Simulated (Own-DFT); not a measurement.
# Short bonds, stiff crystals?

Everything here is calculated. The program is Own-DFT (plane waves, in-house, since retired, never reviewed by a person); positions were held fixed, and spin and spin-orbit coupling were off.

Limits (not all hold for every row): forces on such cells moved up to 12 meV/angstrom on a denser k mesh; forces not confirmed at this smearing and k mesh; k mesh not checked against a denser one; forces on such cells passed a denser k mesh, each cell not checked; stress not checked against mesh or cutoff.

All runs are PBE with PseudoDojo norm-conserving files; cutoff and k mesh are each material's own. Every cell starts from measured lattice constants and was given uniform random strains and small random moves of its atoms. Each triple is the change of volume in per cent, the rms move u in Å and the pressure in GPa.

- 4H SiC (C36Si36), 10.36 Å³/atom unstrained: (-1.33, 0.051, 8.46); (-0.41, 0.047, 6.46); (0.02, 0.050, 5.18); (0.53, 0.045, 3.62); (0.93, 0.053, 3.83); (1.72, 0.051, 1.85); (2.99, 0.046, -1.28)
- wurtzite AlN (Al36N36), 10.45 Å³/atom unstrained: withheld
- wurtzite GaN (Ga48N48), 11.42 Å³/atom unstrained: (-3.54, 0.047, 15.38); (-1.09, 0.049, 9.86); (-0.25, 0.051, 8.11); (0.63, 0.050, 6.79); (0.67, 0.050, 6.46); (1.35, 0.048, 5.29); (2.34, 0.048, 3.20)
- diamond silicon (Si64), 20.02 Å³/atom unstrained: (-1.88, 0.050, 4.53); (-1.13, 0.049, 3.88); (0.52, 0.052, 2.31); (0.82, 0.056, 1.79); (1.77, 0.050, 1.16); (1.80, 0.049, 0.97); (3.22, 0.050, -0.30)
- zincblende InP (In48P48), 25.27 Å³/atom unstrained: (-1.50, 0.048, 4.88); (-1.15, 0.051, 4.73); (-1.14, 0.050, 4.43); (-0.74, 0.053, 4.32); (0.65, 0.050, 3.20); (0.78, 0.048, 2.99); (1.95, 0.050, 2.40)
- grey tin (Sn64), 34.15 Å³/atom unstrained: (-3.14, 0.046, 5.57); (-2.60, 0.050, 5.20); (-1.73, 0.044, 4.51); (-1.25, 0.049, 4.39); (-1.14, 0.048, 4.26); (-1.00, 0.052, 4.23); (1.66, 0.048, 2.85)

## Worked fit

Fit a line to each set against the fractional change of volume; B is minus its slope, and u is nearly the same within a set. To take it to zero pressure, assume that B rises by 4 GPa for each GPa: B0 = B - 4 x (mean pressure). The bond length of an ideal tetrahedral crystal with the unstrained volume v is d = (√3/4)(8 v)^(1/3). Cohen's empirical rule reads B0 = (1971 - 220 L) d^(-3.5) GPa, with L = 0 for group IV crystals and SiC and 1 for III-V compounds.

```
                material  L  d (Å)   B (GPa)  mean P (GPa)  B0 (GPa)  rule (GPa)
        4H SiC (C36Si36)  0  1.888  221 ± 11           4.0  205 ± 11         213
  wurtzite AlN (Al36N36)  1  1.893         ?             ?         ?         188
  wurtzite GaN (Ga48N48)  1  1.950   204 ± 5           7.9   173 ± 5         169
  diamond silicon (Si64)  0  2.352    95 ± 2           2.0    87 ± 2          99
zincblende InP (In48P48)  1  2.541    75 ± 4           3.8    59 ± 4          67
         grey tin (Sn64)  0  2.810    56 ± 3           4.4    38 ± 3          53
```

A line through ln[B0/(1971 - 220 L)] against ln d has a slope of -4.2 ± 0.2 and a scatter of 7 %. Against the rule, B0 stands at 96 % for 4H SiC, 102 % for wurtzite GaN, 88 % for diamond silicon, 88 % for zincblende InP, 72 % for grey tin. PBE tends to make silicon and heavier crystals too soft, and the rule itself is only a guide.

## Prediction

Asked: what B0 does the fitted trend give for wurtzite AlN (Al36N36)?

Estimate: 190 GPa. Its own runs give B = 203 ± 5 GPa at a mean pressure of 7.7 GPa, so B0 = 172 GPa.
